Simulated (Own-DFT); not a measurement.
# Computed records: SiC (4H silicon carbide, atoms displaced)

Computed with Own-DFT development build. A calculation, not a measurement: plane-wave PBE density functional theory by an unreviewed code, no spin, of a simulated periodic cell, stress positive in tension, free energy of the whole cell less one offset for each atom, forces on such cells passed a denser k mesh, this cell's mesh not checked; offsets are fitted by least squares, one for each functional and potential file, so energies compare only between cells with the same atoms and settings and are not formation energies; the far tail of each file's local potential was reset to the Coulomb form; each entry is a single point on an unrelaxed cell, so the pressure reflects the starting lattice, mostly measured values (interpolated for alloys), from which strain is counted, and rises with the displacements; printed positions are rounded, which can move forces by about a meV/angstrom; the program, named Own-DFT, is a retired in-house code; no spin-orbit coupling.

Common to all runs: functional PBE; potential files PseudoDojo norm-conserving, scalar-relativistic, standard set; wave cutoff 42 hartree; occupations Fermi-Dirac; smearing width 0.1 eV; hardware one NVIDIA H100; k mesh 5 x 5 x 3 centred on Gamma.

(1) 
```xyz
32
Lattice="6.1654 0.0000 0.0000 -3.0827 5.3394 0.0000 0.0000 0.0000 10.0681" Properties=species:S:1:pos:R:3:force_x:R:1:force_y:R:1:force_z:R:1 formula=SiC free_energy_of_cell_above_offsets=-4.719 pressure=3.78 stress_xx=-3.22 stress_yy=-4.33 stress_zz=-3.8 stress_yz=0.49 stress_xz=-0.33 stress_xy=0.1 wall_time=125.5
Si     0.0535     0.0382     4.0411     -0.999      -1.46      1.413
Si    -0.0318     1.7231     1.5838      0.386      0.878      -1.42
C     -3.0470     5.2870     0.9921     -1.106      0.643     -1.399
C      0.0042     1.7264     3.4141     -0.475       1.95      1.222
Si     4.5653     2.6705     4.0588      1.635      0.204      0.908
Si    -1.5305     4.4285     1.5832     -0.216     -0.404      0.084
C      4.5976     2.6746     0.9438     -0.109     -0.885      0.331
C     -1.5639     4.4440     3.4738      1.668        0.1     -0.191
Si     3.1535     0.0086     4.0850     -1.405     -0.368      0.327
Si     2.9837     1.7577     1.5633      2.025      0.323      0.206
C     -0.0377     5.3267     0.9269       0.48       0.14      0.253
C      3.1087     1.7843     3.4817     -1.694     -0.485     -0.637
Si     1.4985     2.6798     4.0859      0.812     -0.328     -0.574
Si     1.5074     4.4746     1.5910       0.67     -0.947     -1.004
C      1.5492     2.6537     0.9329      -1.64      0.675     -0.343
C      1.5720     4.4520     3.4416      -0.23      0.015      0.697
Si     0.0139     0.0280     9.0911     -0.251     -0.752      1.141
Si     3.0861     3.5536     6.6156     -0.337     -0.166     -0.639
C      3.0807     5.2828     5.9855      -0.28      1.646     -0.608
C      3.1037     3.5639     8.4550     -0.873      0.254      0.908
Si     4.6032     2.6756     9.1344     -0.322     -0.079      0.535
Si     4.5807     0.8778     6.5808      0.935      0.031      0.852
C      4.5898     2.6724     6.0062      0.739     -0.484     -1.006
C      4.6104     0.9103     8.5640      0.486     -0.395     -1.488
Si     3.1210     0.0047     9.1135     -1.315     -0.416      0.301
Si    -0.0221     3.5571     6.6338      0.089     -0.306     -0.506
C     -0.0249     5.3324     6.0006     -0.015     -0.035     -0.335
C     -0.0357     3.5099     8.5317      0.492       1.39     -0.796
Si     1.5109     2.6665     9.0577      1.007      0.502      1.641
Si     1.5143     0.9167     6.6158          0     -0.684     -0.529
C      1.5498     2.6672     5.9366     -0.781      0.276      0.988
C      1.5315     0.9242     8.4979      0.623     -0.834     -0.329
```

Units: free_energy_of_cell_above_offsets in eV; pressure, stress_xx, stress_yy, stress_zz, stress_yz, stress_xz, stress_xy in GPa; wall_time in s; force_x, force_y, force_z in eV/Å.

(2) 
```xyz
32
Lattice="6.1654 0.0000 0.0000 -3.0827 5.3394 0.0000 0.0000 0.0000 10.0681" Properties=species:S:1:pos:R:3:force_x:R:1:force_y:R:1:force_z:R:1 formula=SiC free_energy_of_cell_above_offsets=-4.253 pressure=4.13 stress_xx=-4.47 stress_yy=-2.1 stress_zz=-5.81 stress_yz=-0.56 stress_xz=-0.21 stress_xy=-0.59 wall_time=120.8
Si     6.1623     0.0050     4.0742      1.412      0.315      0.673
Si    -0.0108     1.7845     1.5903      0.423       0.22     -1.053
C     -3.0606     5.3218     0.9372      0.795      1.031     -0.808
C      0.0165     1.7992     3.4266      0.307      -0.31      0.936
Si     4.5950     2.5869     4.0668      1.929      2.423      0.685
Si    -1.5287     4.4346     1.5422      0.023     -0.142      0.802
C      4.6153     2.6667     0.9407     -0.313     -0.534     -0.026
C     -1.5065     4.4360     3.4341     -0.714     -0.317      0.153
Si     0.0521     5.3107     4.0212      -2.33      0.856      2.033
Si     3.0536     1.7621     1.5950      0.335      0.459     -1.103
C     -0.0166     5.3256     0.9052      0.641      0.315      1.213
C      3.1244     1.7833     3.4593     -1.537     -0.692      -0.43
Si     1.5935     2.7293     4.0634     -0.915     -1.205      1.013
Si     1.6204     4.4896     1.5180     -1.995     -0.726      0.938
C      1.5369     2.7120     0.9189      0.295     -0.741      0.345
C      1.5319     4.4957     3.5097      1.801     -0.874     -2.185
Si     0.0796     0.0070     9.0838     -1.938     -0.047      0.659
Si     3.0987     3.6045     6.6771     -0.261     -0.606      -4.18
C      0.0336     0.0153     5.9966     -1.062      0.135      -0.45
C      3.0562     3.6239     8.3980      1.126     -1.421      4.225
Si     4.6371     2.6122     9.1415     -0.462      0.328     -0.752
Si     4.5978     0.9319     6.6273      0.525     -0.743     -0.678
C     -1.5115     2.7102     5.9683     -1.122     -0.816      0.114
C      4.6174     0.8264     8.4968     -0.008      0.745      0.641
Si    -0.0562     5.2986     9.1507      1.887      -0.02     -0.941
Si    -0.0051     3.5074     6.6344      0.915      1.509     -0.853
C      3.0919     0.0197     5.9600      0.024     -0.719      0.114
C      0.0281     3.5186     8.5253     -1.175      0.091     -0.261
Si     1.5616     2.6789     9.0884      0.383      0.004      0.495
Si     1.5433     0.8444     6.6349      0.781      1.265     -1.351
C      1.5527     2.6872     5.9753      0.376     -0.497      0.267
C      1.5776     0.8742     8.5102     -0.147      0.712     -0.237
```

Units: free_energy_of_cell_above_offsets in eV; pressure, stress_xx, stress_yy, stress_zz, stress_yz, stress_xz, stress_xy in GPa; wall_time in s; force_x, force_y, force_z in eV/Å.

(3) 
```xyz
32
Lattice="6.1654 0.0000 0.0000 -3.0827 5.3394 0.0000 0.0000 0.0000 10.0681" Properties=species:S:1:pos:R:3:force_x:R:1:force_y:R:1:force_z:R:1 formula=SiC free_energy_of_cell_above_offsets=-4.506 pressure=3.92 stress_xx=-2.81 stress_yy=-4.01 stress_zz=-4.95 stress_yz=-0.22 stress_xz=0.98 stress_xy=-1.35 wall_time=117.2
Si     0.0025     0.0206     4.1153       0.25      -0.18     -1.575
Si     0.0136     1.7970     1.5617      -0.43     -0.604     -0.051
C     -3.0131     5.3242     0.9569     -1.957      0.616     -0.039
C      0.0033     1.7780     3.4312      0.263      0.449      0.715
Si     4.6243     2.6628     4.0907       0.58       0.61      0.015
Si    -1.5149     4.4371     1.5208     -0.745       0.21      1.867
C      4.5820     2.7045     0.9065      1.137     -1.203      0.762
C     -1.5154     4.5024     3.4685     -0.922     -1.424     -0.506
Si     0.0023     5.3175     4.0838      0.202      0.416      0.012
Si     3.0900     1.7921     1.5507     -0.589     -0.522      0.144
C     -0.0346     5.3041     0.9677      1.668      1.001     -1.129
C      3.1128     1.7628     3.4525     -0.141      0.304     -0.185
Si     1.5929     2.6661     4.0638     -0.931     -0.117     -0.219
Si     1.5211     4.4452     1.6060      0.867      0.216     -0.715
C      1.5244     2.6737     0.9181      0.406      0.268      0.837
C      1.5397     4.4615     3.4709      0.552     -0.451      0.254
Si     0.0083     0.0209     9.1576     -0.778     -0.602     -0.408
Si     3.0491     3.5659     6.5791      1.622     -0.536      0.936
C     -3.0665     5.3247     5.9395     -0.095      0.208      0.909
C      3.0767     3.5908     8.4979      0.192     -0.487     -0.055
Si    -1.4788     2.6654     9.1495     -2.268      0.015     -1.311
Si     4.6843     0.8693     6.6171     -1.778     -0.246     -0.625
C      4.6330     2.6177     5.9929       0.27      0.812     -0.119
C      4.5801     0.8869     8.4875       1.28      0.043      0.611
Si     0.0367     5.2706     9.0982     -1.417      2.747      1.011
Si     0.0882     3.4798     6.6200      -2.42      1.741     -0.528
C     -0.0036     5.3077     5.9246      0.522      0.016      1.795
C     -0.0347     3.6021     8.5265      1.402     -2.139      -1.13
Si     1.5396     2.6767     9.1394      0.346      0.362     -0.493
Si     1.5172     0.9225     6.5930      1.153     -2.106       0.72
C      1.5634     2.6223     5.9651      0.262      0.801      -0.58
C      1.4763     0.9160     8.5305      1.497      -0.22     -0.917
```

Units: free_energy_of_cell_above_offsets in eV; pressure, stress_xx, stress_yy, stress_zz, stress_yz, stress_xz, stress_xy in GPa; wall_time in s; force_x, force_y, force_z in eV/Å.

(4) 
```xyz
32
Lattice="6.1654 0.0000 0.0000 -3.0827 5.3394 0.0000 0.0000 0.0000 10.0681" Properties=species:S:1:pos:R:3:force_x:R:1:force_y:R:1:force_z:R:1 formula=SiC free_energy_of_cell_above_offsets=-4.395 pressure=4.06 stress_xx=-4.61 stress_yy=-2.83 stress_zz=-4.74 stress_yz=0.51 stress_xz=-0.51 stress_xy=-0.98 wall_time=114.1
Si     0.0180     0.0323     4.0768     -0.669      -0.36      0.133
Si    -0.0075     1.7735     1.5978      0.766      0.514     -0.471
C     -3.0380     5.3111     0.8950     -1.008      1.008      2.324
C      0.0254     1.8222     3.4771     -0.096     -0.637      0.102
Si     4.6216     2.6587     4.1394      0.725      0.132     -1.413
Si    -1.5160     4.4935     1.5720     -0.602     -1.502      0.846
C      4.6095     2.6747     0.9817      0.971      0.178     -0.706
C     -1.5313     4.4299     3.5255     -0.697       0.53     -1.424
Si     3.0302     0.0006     4.0621      1.651      0.769      0.319
Si     3.1106     1.7598     1.5291     -0.519      0.746      1.335
C     -0.0084     5.3121     0.9084      0.472      0.749      0.943
C      3.1177     1.8508     3.4823     -0.643     -1.831     -0.887
Si     1.5892     2.7163     4.1016     -0.634     -1.273     -0.153
Si     1.5197     4.4650     1.5474      1.064     -0.401       0.52
C      1.5997     2.7153     0.9784     -1.221     -1.379     -0.938
C      1.5046     4.3979     3.4346      0.551      2.361      0.331
Si    -0.0033     0.0099     9.1769     -0.411     -0.939     -2.216
Si     3.1109     3.5534     6.5948     -0.255      0.635      0.517
C      0.0469     0.0427     5.9629     -1.194     -0.916      0.125
C      3.0615     3.5286     8.5160      0.579      0.602     -0.411
Si    -1.5412     2.7050     9.1446     -0.024      -1.11      -0.34
Si     4.5498     0.8579     6.5776       3.19      0.969        1.2
C      4.6020     2.6357     5.9404      0.822      0.539      1.682
C      4.6145     0.8414     8.5034      0.106      1.188       0.07
Si     0.0194     5.3075     9.1450      -0.38       0.38       -1.1
Si     0.0378     3.5461     6.5799     -0.691      0.113      0.596
C      3.1458     0.0319     5.9465     -2.549     -1.758     -0.283
C      0.0219     3.5635     8.5259     -0.201     -0.725     -0.745
Si     1.5538     2.6378     9.1299     -0.187     -0.318      0.309
Si     1.5506     0.9168     6.5981      0.311     -1.606      0.914
C      1.5673     2.6155     5.9989       0.06      1.947     -0.629
C      1.5236     0.8023     8.5272      0.711      1.395     -0.549
```

Units: free_energy_of_cell_above_offsets in eV; pressure, stress_xx, stress_yy, stress_zz, stress_yz, stress_xz, stress_xy in GPa; wall_time in s; force_x, force_y, force_z in eV/Å.

(5) 
```xyz
32
Lattice="6.1654 0.0000 0.0000 -3.0827 5.3394 0.0000 0.0000 0.0000 10.0681" Properties=species:S:1:pos:R:3:force_x:R:1:force_y:R:1:force_z:R:1 formula=SiC free_energy_of_cell_above_offsets=-4.596 pressure=3.74 stress_xx=-3.18 stress_yy=-3.6 stress_zz=-4.43 stress_yz=0.28 stress_xz=-0.34 stress_xy=0.01 wall_time=124.1
Si     3.0826     5.2806     4.0978     -0.261      1.548     -1.548
Si    -0.0079     1.7482     1.4993      0.108      0.446       2.03
C      6.1387     0.0015     0.9067      0.486     -0.424       0.57
C      0.0482     1.8016     3.4826     -0.732     -1.082     -0.941
Si    -1.5096     2.6875     4.0466      0.088     -0.809      1.064
Si    -1.4773     4.4346     1.5934     -1.527      0.877     -0.905
C      4.6079     2.6945     0.9603      0.574      -0.46     -0.504
C     -1.5139     4.4599     3.4465     -0.513     -0.206      0.621
Si    -0.0187     5.3333     4.0973        1.2      0.505     -0.416
Si     3.0549     1.8576     1.5841      0.705      -1.69      0.601
C      3.0732     0.0087     0.9577      0.293      0.712     -0.525
C      3.0979     1.7913     3.5086     -0.033      0.046     -1.006
Si     1.5542     2.6954     4.1034     -0.025     -1.027      0.105
Si     1.5099     4.4602     1.5438      0.616     -0.443      0.126
C      1.5489     2.6343     0.9319     -0.937      1.187     -0.449
C      1.5405     4.4018     3.4239     -0.097      1.249      0.548
Si     6.1057     0.1009     9.1091      1.694      -1.94     -0.034
Si     3.1303     3.6278     6.5779     -1.536     -1.624      0.957
C      6.1096     0.0009     5.9158      1.314      0.409       1.34
C      3.0806     3.6343     8.4893      0.344     -0.434      0.217
Si    -1.4942     2.6647     9.1364       -1.6      1.481     -0.579
Si     4.6119     0.8954     6.5990       0.56      0.636      0.132
C      4.5877     2.6506     6.0020      1.281      1.178     -0.948
C      4.5890     0.9113     8.4915      0.237      0.418      -0.23
Si     3.0854     0.0179     9.1150     -0.276     -0.496      0.632
Si    -0.0061     3.5874     6.6142      0.428     -0.766     -0.886
C      3.1347     0.0634     5.9690     -1.539     -1.734      0.001
C      0.0176     3.5763     8.4696     -0.118     -0.099      0.986
Si     1.5392     2.6726     9.1207      1.069      0.829     -0.598
Si     1.5592     0.8902     6.5990       -0.4      0.043      0.049
C      1.5470     2.6186     5.9758     -0.067      1.867      0.208
C      1.5881     0.9158     8.5123     -1.334     -0.196      -0.62
```

Units: free_energy_of_cell_above_offsets in eV; pressure, stress_xx, stress_yy, stress_zz, stress_yz, stress_xz, stress_xy in GPa; wall_time in s; force_x, force_y, force_z in eV/Å.

(6) 
```xyz
32
Lattice="6.1654 0.0000 0.0000 -3.0827 5.3394 0.0000 0.0000 0.0000 10.0681" Properties=species:S:1:pos:R:3:force_x:R:1:force_y:R:1:force_z:R:1 formula=SiC free_energy_of_cell_above_offsets=-4.617 pressure=3.68 stress_xx=-3.49 stress_yy=-3.63 stress_zz=-3.9 stress_yz=0.25 stress_xz=-0.36 stress_xy=0.19 wall_time=120.5
Si     6.1170     0.0131     4.0561      0.836     -0.278      0.852
Si     0.0267     1.8259     1.5815     -0.048     -1.247      0.177
C      3.0826     5.3369     0.9709      0.224      0.647     -1.392
C      0.0193     1.7539     3.4647     -0.511      1.386     -0.112
Si     4.6189     2.6660     4.0839     -0.084      0.455     -0.433
Si    -1.5393     4.5024     1.5670     -0.022     -0.779      0.621
C     -1.5000     2.6767     0.9956     -0.828        0.6     -1.173
C     -1.5711     4.5155     3.4510      0.499     -1.206      0.485
Si     3.0579     0.0298     4.1295      0.044     -0.511     -0.879
Si     3.0875     1.8098     1.4863      0.586     -1.097      2.002
C      0.0256     5.2927     0.9500     -0.495      1.401     -0.844
C      3.0097     1.7901     3.4428      1.738     -0.068      0.025
Si     1.5595     2.7146     4.0759      -0.97     -1.106      0.774
Si     1.5423     4.4106     1.5403      0.522      1.732      1.001
C      1.5743     2.7135     0.9540     -0.431     -1.407     -1.245
C      1.5431     4.4283     3.4440     -0.897      1.043      0.041
Si    -3.0035     5.3270     9.0730     -1.675      0.792      0.786
Si     3.0787     3.5189     6.5662      0.686      0.877      0.049
C      0.0178     0.0073     5.9838     -1.244     -0.648     -0.605
C      3.0883     3.5878     8.4462     -0.144     -0.753      0.876
Si     4.5641     2.6663     9.1469      1.611      0.046     -0.545
Si     4.5808     0.8819     6.6309      1.259      0.004     -0.777
C     -1.4774     2.6643     5.9872     -1.563     -0.402     -0.599
C      4.6360     0.9079     8.4671     -0.233     -0.511       1.45
Si    -0.0107     5.3348     9.1143      0.655     -0.371     -0.498
Si     0.0216     3.5497     6.6023     -0.296     -0.454      0.773
C     -0.0012     5.2804     6.0189     -0.158      1.449       -0.9
C      0.0056     3.5324     8.4843     -0.503      0.403      0.685
Si     1.5543     2.7029     9.1267     -0.342     -0.515     -0.881
Si     1.5224     0.8782     6.5877      0.384     -0.172     -0.631
C      1.5228     2.6570     6.0166      0.797     -0.057     -1.381
C      1.5499     0.8792     8.4074      0.602      0.745      2.298
```

Units: free_energy_of_cell_above_offsets in eV; pressure, stress_xx, stress_yy, stress_zz, stress_yz, stress_xz, stress_xy in GPa; wall_time in s; force_x, force_y, force_z in eV/Å.
